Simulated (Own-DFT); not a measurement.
## Calculated data, Hf36O71 (tetragonal hafnia with one neutral oxygen vacancy, atoms displaced)

All values are calculated (Own-DFT development build). A calculation, not a measurement: plane-wave PBE and HSE06 DFT by an unreviewed code, no spin, of a simulated cell at Gamma alone, so results move with cell size and shape, stress positive in tension, energies less offsets, not probed for a lower state with spin; hafnium file: forces about 75 meV/angstrom off all-electron values; oxygen file: force components 24 meV/angstrom off all-electron in a glass; k mesh not checked against a denser one; forces and stress are PBE's, HSE06 gives the energy alone, and its difference from PBE has offsets of its own; offsets are fitted by least squares, one for each functional and potential file, so energies compare only between cells with the same atoms and settings and are not formation energies; the far tail of each file's local potential was reset to the Coulomb form; each entry is a single point on an unrelaxed cell, so the pressure reflects the starting lattice, taken from the Materials Project, from which strain is counted, and rises with the displacements; printed positions are rounded, which can move forces by about a meV/angstrom; the program is a retired in-house code; no spin-orbit coupling.

Settings shared by all entries: first functional PBE; second functional HSE06; exact exchange share 0.25; screening 0.11 1/bohr; exchange divergence Gygi-Baldereschi; potential files PseudoDojo norm-conserving, scalar-relativistic, made for PBE, standard set; wave cutoff 48 hartree; occupations fixed; k mesh 1 x 1 x 1 centred on Gamma.

```json
{"entry": 1, "formula": "Hf36O71", "kind": "tetragonal hafnia with one neutral oxygen vacancy, atoms displaced", "structure": {"cell_angstrom": [[10.78, 0.0, 0.0], [0.0, 10.78, 0.0], [0.0, 0.0, 10.4493]], "atoms_fractional": [["Hf", 0.00098, 0.9969, 0.99814], ["Hf", 0.16876, 0.16266, 0.25447], ["O", 0.00478, 0.16618, 0.15154], ["O", 0.16417, 0.00129, 0.34662], ["O", 0.00045, 0.16425, 0.40158], ["O", 0.17153, 0.00012, 0.09671], ["Hf", 0.99602, 5e-05, 0.4973], ["Hf", 0.16847, 0.16462, 0.75313], ["O", 0.99905, 0.16512, 0.65833], ["O", 0.16353, 0.00234, 0.84687], ["O", 0.99774, 0.16933, 0.90514], ["O", 0.16955, 0.99875, 0.59704], ["Hf", 0.00196, 0.33587, 0.00159], ["Hf", 0.1699, 0.50184, 0.2507], ["O", 0.0024, 0.50407, 0.15011], ["O", 0.16469, 0.33327, 0.34311], ["O", 0.00038, 0.50459, 0.39882], ["O", 0.16616, 0.33041, 0.09593], ["Hf", 4e-05, 0.33544, 0.4959], ["Hf", 0.16887, 0.49512, 0.75097], ["O", 0.00104, 0.49593, 0.65001], ["O", 0.16788, 0.33466, 0.84798], ["O", 0.00626, 0.49794, 0.90087], ["O", 0.15975, 0.33556, 0.59542], ["Hf", 0.9979, 0.66565, 0.99929], ["Hf", 0.16656, 0.8349, 0.25333], ["O", 0.99884, 0.83567, 0.15317], ["O", 0.16926, 0.66449, 0.34552], ["O", 0.99417, 0.84056, 0.40383], ["O", 0.16926, 0.66642, 0.09436], ["Hf", 0.99658, 0.66545, 0.50284], ["Hf", 0.16429, 0.83273, 0.74447], ["O", 0.99869, 0.8317, 0.6477], ["O", 0.16937, 0.66557, 0.8472], ["O", 0.99939, 0.83068, 0.90075], ["O", 0.16597, 0.66429, 0.59815], ["Hf", 0.33524, 0.00202, 0.99678], ["Hf", 0.50168, 0.16288, 0.25348], ["O", 0.33494, 0.17331, 0.15467], ["O", 0.50458, 0.00024, 0.34725], ["O", 0.33456, 0.16396, 0.40613], ["O", 0.50533, 0.00228, 0.09582], ["Hf", 0.33567, 0.00499, 0.50285], ["Hf", 0.50308, 0.16774, 0.7518], ["O", 0.3372, 0.16197, 0.6554], ["O", 0.50036, 0.99947, 0.84917], ["O", 0.33134, 0.17001, 0.90271], ["O", 0.50114, 0.00212, 0.60037], ["Hf", 0.32931, 0.33276, 0.00119], ["Hf", 0.49915, 0.5051, 0.24775], ["O", 0.33058, 0.50094, 0.15322], ["O", 0.49947, 0.3333, 0.34981], ["O", 0.33387, 0.50336, 0.40164], ["O", 0.49585, 0.33165, 0.09358], ["Hf", 0.33188, 0.3327, 0.49952], ["Hf", 0.50103, 0.50644, 0.74905], ["O", 0.33634, 0.499, 0.65532], ["O", 0.49405, 0.3328, 0.8437], ["O", 0.33176, 0.49934, 0.90565], ["O", 0.50038, 0.33536, 0.599], ["Hf", 0.32781, 0.66532, 0.99186], ["Hf", 0.49904, 0.83431, 0.24815], ["O", 0.33127, 0.83341, 0.15362], ["O", 0.50017, 0.66784, 0.34592], ["O", 0.33417, 0.83022, 0.39935], ["O", 0.49931, 0.66241, 0.10482], ["Hf", 0.32905, 0.66647, 0.49895], ["Hf", 0.49679, 0.83, 0.75239], ["O", 0.33521, 0.83317, 0.65432], ["O", 0.49741, 0.66463, 0.84502], ["O", 0.33581, 0.83468, 0.90633], ["O", 0.50021, 0.67066, 0.59898], ["Hf", 0.66104, 0.99544, 0.00019], ["Hf", 0.83698, 0.16796, 0.24939], ["O", 0.66783, 0.17405, 0.15397], ["O", 0.83426, 0.9991, 0.35185], ["O", 0.66403, 0.16609, 0.40022], ["O", 0.83583, 0.99716, 0.09932], ["Hf", 0.66417, 0.00033, 0.50103], ["Hf", 0.83123, 0.15983, 0.75172], ["O", 0.6693, 0.16706, 0.65479], ["O", 0.83154, 0.00157, 0.85034], ["O", 0.66347, 0.16708, 0.90102], ["O", 0.83286, 0.99516, 0.60193], ["Hf", 0.6708, 0.32994, 0.00069], ["Hf", 0.83821, 0.49993, 0.24702], ["O", 0.66567, 0.49828, 0.14815], ["O", 0.83325, 0.33458, 0.35062], ["O", 0.66763, 0.49989, 0.4043], ["O", 0.83453, 0.34061, 0.09602], ["Hf", 0.66452, 0.32947, 0.49702], ["Hf", 0.82751, 0.50036, 0.75698], ["O", 0.66322, 0.5016, 0.65506], ["O", 0.82813, 0.33461, 0.84525], ["O", 0.83166, 0.33115, 0.59979], ["Hf", 0.66173, 0.6653, 0.00071], ["Hf", 0.83627, 0.82775, 0.25292], ["O", 0.67005, 0.83398, 0.14923], ["O", 0.83294, 0.66907, 0.34537], ["O", 0.66499, 0.83613, 0.4039], ["O", 0.83594, 0.66967, 0.09432], ["Hf", 0.66564, 0.66279, 0.50116], ["Hf", 0.8291, 0.83458, 0.74892], ["O", 0.66453, 0.82923, 0.65404], ["O", 0.82929, 0.66719, 0.84744], ["O", 0.65952, 0.82983, 0.90524], ["O", 0.83289, 0.66517, 0.59185]]}, "results": {"PBE_energy_of_cell_above_offsets [eV]": "-101.036", "HSE06_less_PBE_above_offsets [eV]": "-0.147", "PBE_pressure [GPa]": 1.13, "PBE_stress_xx [GPa]": 0.12, "PBE_stress_yy [GPa]": -1.68, "PBE_stress_zz [GPa]": -1.81, "PBE_stress_yz [GPa]": 0.05, "PBE_stress_xz [GPa]": 0.58, "PBE_stress_xy [GPa]": 0.02, "force_element": ["Hf", "Hf", "O", "O", "O", "O", "Hf", "Hf", "O", "O", "O", "O", "Hf", "Hf", "O", "O", "O", "O", "Hf", "Hf", "O", "O", "O", "O", "Hf", "Hf", "O", "O", "O", "O", "Hf", "Hf", "O", "O", "O", "O", "Hf", "Hf", "O", "O", "O", "O", "Hf", "Hf", "O", "O", "O", "O", "Hf", "Hf", "O", "O", "O", "O", "Hf", "Hf", "O", "O", "O", "O", "Hf", "Hf", "O", "O", "O", "O", "Hf", "Hf", "O", "O", "O", "O", "Hf", "Hf", "O", "O", "O", "O", "Hf", "Hf", "O", "O", "O", "O", "Hf", "Hf", "O", "O", "O", "O", "Hf", "Hf", "O", "O", "O", "Hf", "Hf", "O", "O", "O", "O", "Hf", "Hf", "O", "O", "O", "O"], "force_x [eV/angstrom]": [-0.176, -0.218, -0.667, 0.303, -0.047, -0.458, 0.068, -0.532, 0.298, 0.175, 0.036, -0.388, 0.222, -0.212, -0.027, 0.235, -0.225, -0.356, -1.245, -0.644, -0.409, 0.027, -0.511, 1.741, 0.816, 0.331, 0.868, -0.298, 0.589, -0.838, 0.443, -0.066, -0.018, 0.189, 0.072, -0.067, -0.137, 0.19, -0.084, -0.516, -0.187, -1.614, -0.073, 0.196, -0.83, -0.133, -0.129, -0.044, 1.005, 0.024, 0.398, -0.213, -0.162, 0.871, 0.652, -0.247, -0.809, 0.61, -0.095, -0.292, 0.239, 0.256, 0.515, 0.249, -0.17, -0.215, 0.698, 0.502, -0.679, 0.308, 0.006, -0.483, 1.93, 0.048, 0.352, -0.15, 0.142, -0.454, 0.573, 0.725, -0.601, 0.004, 0.087, -0.358, -1.282, -0.723, 0.515, 0.237, -0.052, 0.486, 0.332, 0.648, 0.777, -0.399, 0.089, 0.513, -0.587, -0.681, 0.072, 0.042, -0.821, -0.467, 0.406, 0.142, -0.097, 0.155, -0.212], "force_y [eV/angstrom]": [0.633, 0.772, 0.07, -0.661, 0.667, -0.005, 0.534, 0.548, -0.297, -0.96, -0.281, -0.067, -0.604, -0.23, -0.138, -0.038, -0.538, 0.378, 0.184, 0.527, 0.601, -0.756, 0.628, -0.36, -0.179, -0.246, -0.281, 0.976, -1.937, 0.161, 0.165, -0.013, -0.105, 0.467, 0.224, 0.423, 0.14, 1.607, -0.781, -0.354, 0.623, -0.002, -1.352, 0.416, 0.336, -0.003, -0.995, -0.178, 0.174, -0.784, -0.132, -0.02, -0.87, 0.283, 0.699, -2.119, -0.022, 0.762, 0.085, -0.463, -0.084, -0.651, 0.309, 0.071, 0.979, 0.384, 0.268, 0.658, -0.055, 0.467, 0.111, -0.314, 0.348, -0.951, -0.163, 0.688, -0.226, 0.601, -0.306, 1.609, -0.253, -1.368, -0.49, 0.159, 0.726, -0.092, 0.249, -0.086, -0.101, -0.299, 0.51, -0.738, 0.347, -0.155, 0.17, -0.726, 1.915, -0.094, -1.177, -0.683, -0.338, 0.755, 0.154, 0.231, -0.006, 0.273, 0.064], "force_z [eV/angstrom]": [0.717, -1.413, 0.488, 0.516, 0.073, -0.115, 0.894, -0.449, -0.344, 0.088, 0.092, -0.136, -0.3, -0.522, 0.125, 0.661, 0.004, 0.236, 0.845, -0.359, 0.306, -0.129, 0.015, -0.027, -0.023, -0.801, 0.01, 0.405, -0.412, 0.126, -0.16, 0.328, 0.635, -0.401, -0.224, -0.145, 0.556, -0.851, 0.373, 0.26, -0.352, 0.788, 0.41, 0.14, -0.412, -0.001, -0.069, -0.301, 0.155, -0.174, 0.021, -0.312, 0.281, -0.002, 0.371, 0.071, -0.553, 0.058, -0.486, -0.669, 1.391, 0.131, 0.06, 0.353, 0.584, -1.2, 0.136, -0.386, -0.063, 1.173, -0.679, -0.266, -0.13, -0.023, -0.003, -0.354, 0.268, -0.447, -0.219, -0.289, -0.624, 0.124, 0.363, -0.073, -0.165, 0.103, 0.223, -0.724, -0.24, 0.495, 0.69, -1.256, 0.278, 0.687, -0.858, 0.473, -0.706, 0.541, 0.283, 0.136, 0.265, -0.358, -0.088, 0.281, -0.022, -0.48, 0.706]}}
{"entry": 2, "formula": "Hf36O71", "kind": "tetragonal hafnia with one neutral oxygen vacancy, atoms displaced", "structure": {"cell_angstrom": [[10.78, 0.0, 0.0], [0.0, 10.78, 0.0], [0.0, 0.0, 10.4493]], "atoms_fractional": [["Hf", 0.99949, 0.00381, 0.00358], ["Hf", 0.16632, 0.17559, 0.24624], ["O", 0.00215, 0.1625, 0.15833], ["O", 0.00596, 0.1685, 0.39519], ["O", 0.169, 0.99713, 0.08842], ["Hf", 0.00717, 0.008, 0.50454], ["Hf", 0.16625, 0.16161, 0.74486], ["O", 0.99814, 0.16655, 0.65395], ["O", 0.17128, 0.00565, 0.84379], ["O", 0.99142, 0.16494, 0.90127], ["O", 0.17171, 0.99911, 0.59302], ["Hf", 0.0049, 0.32466, 0.99982], ["Hf", 0.16572, 0.49661, 0.24932], ["O", 0.00721, 0.50558, 0.15569], ["O", 0.16952, 0.34191, 0.35122], ["O", 0.00509, 0.49824, 0.40693], ["O", 0.17248, 0.33628, 0.10203], ["Hf", 0.99613, 0.33371, 0.49933], ["Hf", 0.17688, 0.49516, 0.75785], ["O", 0.99771, 0.4908, 0.65193], ["O", 0.17223, 0.33431, 0.85237], ["O", 0.99253, 0.50774, 0.89949], ["O", 0.17155, 0.33563, 0.60337], ["Hf", 0.00143, 0.6649, 0.99546], ["Hf", 0.15891, 0.83472, 0.24902], ["O", 0.00204, 0.83633, 0.14645], ["O", 0.16886, 0.66575, 0.34678], ["O", 0.99689, 0.83859, 0.40797], ["O", 0.16891, 0.6676, 0.09502], ["Hf", 0.01008, 0.67083, 0.50271], ["Hf", 0.16291, 0.83517, 0.75619], ["O", 0.0001, 0.83562, 0.65765], ["O", 0.16819, 0.65776, 0.84253], ["O", 0.00661, 0.83325, 0.89479], ["O", 0.17324, 0.66688, 0.59109], ["Hf", 0.33081, 0.9967, 0.01002], ["Hf", 0.50608, 0.17079, 0.25141], ["O", 0.33317, 0.16471, 0.15269], ["O", 0.50228, 0.99383, 0.34611], ["O", 0.34174, 0.16722, 0.39248], ["O", 0.50733, 0.00557, 0.10017], ["Hf", 0.33724, 0.99189, 0.50756], ["Hf", 0.49218, 0.17052, 0.75657], ["O", 0.33116, 0.16212, 0.64813], ["O", 0.49744, 0.00019, 0.85381], ["O", 0.32971, 0.17056, 0.90367], ["O", 0.50722, 0.00393, 0.60038], ["Hf", 0.33013, 0.33276, 0.00078], ["Hf", 0.49868, 0.49665, 0.25023], ["O", 0.33096, 0.49146, 0.15286], ["O", 0.50891, 0.33512, 0.33878], ["O", 0.33742, 0.49018, 0.4069], ["O", 0.49311, 0.33414, 0.09487], ["Hf", 0.33969, 0.33588, 0.49465], ["Hf", 0.51075, 0.49601, 0.74513], ["O", 0.33667, 0.49739, 0.65012], ["O", 0.49605, 0.33185, 0.84725], ["O", 0.33405, 0.49947, 0.90851], ["O", 0.50068, 0.33449, 0.6022], ["Hf", 0.33756, 0.66438, 0.99827], ["Hf", 0.50376, 0.83661, 0.24314], ["O", 0.33759, 0.82764, 0.15411], ["O", 0.48815, 0.67217, 0.34553], ["O", 0.3347, 0.83263, 0.40219], ["O", 0.5, 0.65968, 0.099], ["Hf", 0.33, 0.66841, 0.5021], ["Hf", 0.50241, 0.82841, 0.74969], ["O", 0.33827, 0.83263, 0.65423], ["O", 0.50041, 0.6639, 0.84735], ["O", 0.32834, 0.84014, 0.90546], ["O", 0.49989, 0.6653, 0.59478], ["Hf", 0.66575, 0.00207, 0.00353], ["Hf", 0.82328, 0.16991, 0.24343], ["O", 0.67263, 0.16928, 0.14544], ["O", 0.83597, 0.99957, 0.34404], ["O", 0.65852, 0.17103, 0.38454], ["O", 0.82943, 0.99437, 0.09986], ["Hf", 0.66695, 0.00377, 0.49631], ["Hf", 0.8375, 0.16609, 0.75054], ["O", 0.67213, 0.16578, 0.65178], ["O", 0.83304, 0.00546, 0.84442], ["O", 0.67366, 0.15974, 0.89905], ["O", 0.82805, 0.00377, 0.59221], ["Hf", 0.66064, 0.34002, 0.00889], ["Hf", 0.83414, 0.50186, 0.24414], ["O", 0.67214, 0.49974, 0.15048], ["O", 0.83489, 0.32186, 0.34468], ["O", 0.67165, 0.49591, 0.40534], ["O", 0.83383, 0.33732, 0.10138], ["Hf", 0.67143, 0.3287, 0.49559], ["Hf", 0.82415, 0.49914, 0.74945], ["O", 0.6633, 0.49386, 0.65549], ["O", 0.83306, 0.32588, 0.85523], ["O", 0.66358, 0.50049, 0.90452], ["O", 0.84125, 0.33906, 0.59266], ["Hf", 0.66998, 0.66427, 0.99452], ["Hf", 0.82927, 0.83344, 0.25688], ["O", 0.67106, 0.83315, 0.15171], ["O", 0.82576, 0.65964, 0.34323], ["O", 0.66535, 0.83397, 0.39838], ["O", 0.82904, 0.66356, 0.10708], ["Hf", 0.66349, 0.66324, 0.50194], ["Hf", 0.83346, 0.84132, 0.75036], ["O", 0.66727, 0.83519, 0.64743], ["O", 0.84137, 0.67114, 0.84238], ["O", 0.66772, 0.83357, 0.9086], ["O", 0.83386, 0.66301, 0.60119]]}, "results": {"PBE_energy_of_cell_above_offsets [eV]": "-96.907", "HSE06_less_PBE_above_offsets [eV]": "0.042", "PBE_pressure [GPa]": 2.4, "PBE_stress_xx [GPa]": -2.94, "PBE_stress_yy [GPa]": -1.5, "PBE_stress_zz [GPa]": -2.75, "PBE_stress_yz [GPa]": -0.47, "PBE_stress_xz [GPa]": -0.55, "PBE_stress_xy [GPa]": -0.02, "force_element": ["Hf", "Hf", "O", "O", "O", "Hf", "Hf", "O", "O", "O", "O", "Hf", "Hf", "O", "O", "O", "O", "Hf", "Hf", "O", "O", "O", "O", "Hf", "Hf", "O", "O", "O", "O", "Hf", "Hf", "O", "O", "O", "O", "Hf", "Hf", "O", "O", "O", "O", "Hf", "Hf", "O", "O", "O", "O", "Hf", "Hf", "O", "O", "O", "O", "Hf", "Hf", "O", "O", "O", "O", "Hf", "Hf", "O", "O", "O", "O", "Hf", "Hf", "O", "O", "O", "O", "Hf", "Hf", "O", "O", "O", "O", "Hf", "Hf", "O", "O", "O", "O", "Hf", "Hf", "O", "O", "O", "O", "Hf", "Hf", "O", "O", "O", "O", "Hf", "Hf", "O", "O", "O", "O", "Hf", "Hf", "O", "O", "O", "O"], "force_x [eV/angstrom]": [-0.903, 0.954, -0.579, 0.772, -1.454, -1.484, 1.221, 1.02, -0.608, 1.127, -0.775, -1.14, 0.504, -1.316, -0.011, -0.532, -1.987, 2.664, -1.145, 0.602, -1.072, 0.26, -0.212, -0.125, 1.221, -0.686, -0.288, 0.732, 0.055, -1.646, 0.709, 0.336, 0.1, 0.135, -1.548, 2.382, -1.869, 0.1, 0.118, -0.264, -1.227, 1.45, 1.053, 0.309, -0.044, 0.33, -0.698, 0.148, -0.626, 0.804, -0.104, 0.563, 1.509, -1.595, -3.716, 0.397, 0.646, -0.113, 0.738, -0.58, 0.024, -0.924, 0.906, -0.964, 0.78, 1.882, 0.382, -0.654, 0.023, -0.089, 0.301, 0.12, 2.43, -1.96, -0.6, 0.63, 1.195, -0.382, -2.124, -0.722, 0.645, -0.962, 1.471, 1.399, 0.966, -1.686, -0.178, -0.483, 0.674, -0.097, 3.84, 1.503, -0.076, 0.306, -2.81, -0.165, 0.19, -0.705, 0.428, 0.501, 1.021, 1.355, -0.428, -0.095, -1.196, 0.059, -0.341], "force_y [eV/angstrom]": [-1.403, -0.557, 0.327, -0.555, 0.045, -0.002, 1.997, -0.479, -0.861, 0.145, -0.085, 1.84, 1.158, -0.337, -1.887, 0.828, -0.749, 0.869, -0.918, 0.784, -1.029, -2.261, -0.59, 0.335, -0.14, -0.059, 0.394, -0.609, 0.101, -1.452, -0.53, 0.035, 2.132, 0.721, 0.404, 1.004, -2.08, -0.021, 1.293, -0.191, -0.218, 1.012, -1.839, -0.143, -0.326, -0.977, -0.175, -0.037, 2.342, 0.63, 0.082, 2.686, -0.106, -1.957, -0.107, 0.459, 0.868, -0.121, -0.344, 0.814, -0.665, 0.855, -1.517, 0.647, -0.06, -0.475, 1.543, 0.106, 0.288, -1.747, -0.125, -0.035, -1.603, 0.52, 1.086, -0.8, 0.504, -0.569, 0.46, 0.942, -1.518, 1.552, -0.364, -1.725, -0.262, -0.776, 1.966, 0.165, -0.264, -0.217, 0.008, 0.258, 1.667, -0.449, -0.35, 1.326, -0.272, -0.23, 1.155, -0.666, -0.12, 1.27, -0.707, -0.45, -0.21, -0.237, -0.052], "force_z [eV/angstrom]": [0.076, 1.94, -1.941, 1.259, 1.374, -1.657, -0.132, -0.785, 0.164, 0.478, 0.629, -0.283, 0.491, -0.696, -0.335, -0.437, -0.05, -0.051, -2.238, 0.992, 0.591, 0.79, -0.759, 0.858, 0.143, 0.655, 0.078, -0.392, -0.533, -0.157, 0.261, -0.806, 0.423, 0.947, 1.502, -1.331, -0.464, -0.277, 0.207, 1.007, 0.526, -1.677, -0.685, 0.559, -0.761, -0.25, -0.183, -0.364, -0.428, 0.476, 1.161, -1.184, 0.688, 1.716, 1.012, 0.854, 0.552, -0.742, -0.935, 0.754, 0.995, -0.328, -0.112, 0.663, -0.748, -1.728, 0.431, -0.064, -0.213, -0.279, 0.675, -1.231, 0.834, -0.847, 0.299, 1.456, -0.545, -0.155, 0.268, -0.662, 0.471, 0.715, 0.329, -1.231, 0.746, -0.089, 0.887, 0.057, -0.527, 0.646, 0.272, -1.445, -0.807, -0.988, 0.744, 1.724, -0.636, -0.069, 0.903, 0.62, -1.73, -1.059, -0.463, 0.69, 0.695, -0.999, -0.795]}}
```
